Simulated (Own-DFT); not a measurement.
# Response to strain: wurtzite GaN, 96 atoms (Ga48N48)

All numbers below are calculated, not measured. The program, named Own-DFT, is a retired in-house plane-wave density functional code that no person has reviewed. Each row is one single-point run on a periodic cell that was not relaxed, without spin or spin-orbit coupling.

Settings of every run: PBE; PseudoDojo norm-conserving scalar-relativistic files (stringent for Ga); cutoff 96 hartree; 3 x 4 x 3 k mesh centred on Gamma; Gaussian smearing of 0.01 eV.

Known limits: forces on such cells passed a denser k mesh, each cell not checked; stress not checked against mesh or cutoff.

Unstrained cell vectors in Å: (12.756, 0.000, 0.000); (-4.783, 8.285, 0.000); (0.000, 0.000, 10.370). The unstrained cell has measured lattice constants (interpolated for alloys), not those of this functional. That, the random moves and any unrelaxed bonds set the pressure at no strain. Each run strains this cell uniformly, with the atoms carried along. Every atom was also moved at random, by a Gaussian of width 0.05 Å on each axis. Strain is the symmetric tensor, in per cent. Stress is positive in tension, and the pressure is minus a third of its trace.

```
run  e_xx (%)  e_yy (%)  e_zz (%)  e_yz (%)  e_xz (%)  e_xy (%)  s_xx (GPa)  s_yy (GPa)  s_zz (GPa)  s_yz (GPa)  s_xz (GPa)  s_xy (GPa)  P (GPa)  E (meV/atom)
  1     -0.42      0.41      0.90     -1.53      1.58     -0.95       -8.40       -4.43       -3.42       -3.13        2.94       -2.89     5.42           5.1
  2      0.91      0.21      1.27      0.94      1.23     -0.94       -1.73       -5.34       -1.23        1.84        2.14       -3.02     2.77          10.1
  3      0.86      0.43     -1.85      0.62      0.87     -0.59       -4.48       -5.40      -15.02        0.90        1.84       -1.30     8.30          13.0
  4     -1.42     -1.46      0.89     -0.36     -0.39     -0.23      -13.89      -12.78       -6.60       -0.79       -0.66       -1.07    11.09          16.1
  5      1.89     -0.92      0.02     -0.58     -0.96      1.87       -0.80      -10.25       -6.77       -1.30       -1.86        6.31     5.94          24.0
  6     -1.31     -1.89     -1.77     -0.25     -0.49      0.49      -20.07      -18.34      -16.52        0.10       -1.09        0.96    18.31          48.7
  7      0.32     -1.77      1.52      2.00     -0.79      1.70       -8.10      -12.20       -1.12        3.88       -1.99        4.84     7.14          15.9
  8     -0.80      1.01      1.79      1.92      1.92      1.87       -9.64       -2.64        0.09        3.16        3.65        6.31     4.06          24.1
  9     -0.43      1.85      1.33      0.86     -1.67     -0.96       -6.31        1.32       -2.27        1.55       -2.98       -4.18     2.42          10.1
 10     -1.53      0.76      1.24      1.78      0.08      1.96      -11.60       -5.58       -3.28        3.59        0.28        6.49     6.82          23.5
 11     -0.06      1.32      0.30      1.66      1.80     -0.39       -5.77       -0.45       -6.75        3.22        2.95       -1.56     4.32          15.9
 12     -1.16      1.46      1.32      1.33     -0.29      0.91       -9.73       -2.58       -0.37        2.55       -1.24        4.34     4.23           4.2
 13     -1.00      0.07      0.28     -1.46      1.58      0.66      -11.19       -8.49       -6.69       -3.11        3.05        2.56     8.79          20.8
 14      1.89      0.69      1.67     -0.39     -0.28      1.22        0.17       -0.17        1.36       -0.68       -0.80        3.46    -0.45           3.5
 15      1.87      0.76     -1.12      0.15     -0.86      1.26        0.61       -2.64      -10.28       -0.18       -1.79        3.54     4.10           0.0
 16      0.83      0.84     -1.32     -1.47     -0.18      0.49           ?           ?           ?           ?           ?           ?        ?             ?
```

E is the free energy for each atom above the lowest run shown.

## Worked fit

Each stress component was fitted by least squares to a constant and the strains of the runs shown, as fractions, with shears doubled. Shear strains stay in the fit of a normal stress only where such slopes are resolved. The slopes, in GPa:

```
stress  at no strain  per e_xx  per e_yy  per e_zz  scatter
  s_xx          -8.0  420 ± 27  150 ± 30   78 ± 29     1.26
  s_yy          -7.2  115 ± 22  409 ± 24   82 ± 23     1.00
  s_zz          -7.6   72 ± 18   44 ± 19  431 ± 19     0.82
```

Each shear stress against twice its own strain: yz 98 ± 4, xz 94 ± 4, xy 171 ± 9 GPa. These are stiffnesses along x, y and z of the frame in which the cell vectors are given, which need not be the crystal's axes. The atoms are held to the strained lattice; where symmetry lets them move under strain, relaxing them would lower some slopes. The table should be nearly symmetric about its diagonal, and what it lacks of that shows the noise. A ninth of its sum, 200 ± 5 GPa, estimates the bulk modulus near the mean pressure of these runs, 6.2 GPa, so it lies above the value at zero pressure.

## Withheld run

Question: what normal stresses and pressure should run 16 give?

The fit gives s_xx = -4.3, s_yy = -3.9, s_zz = -12.3 and P = 6.8 GPa. The calculation gave -4.19, -3.95, -12.41 and P = 6.85 GPa.
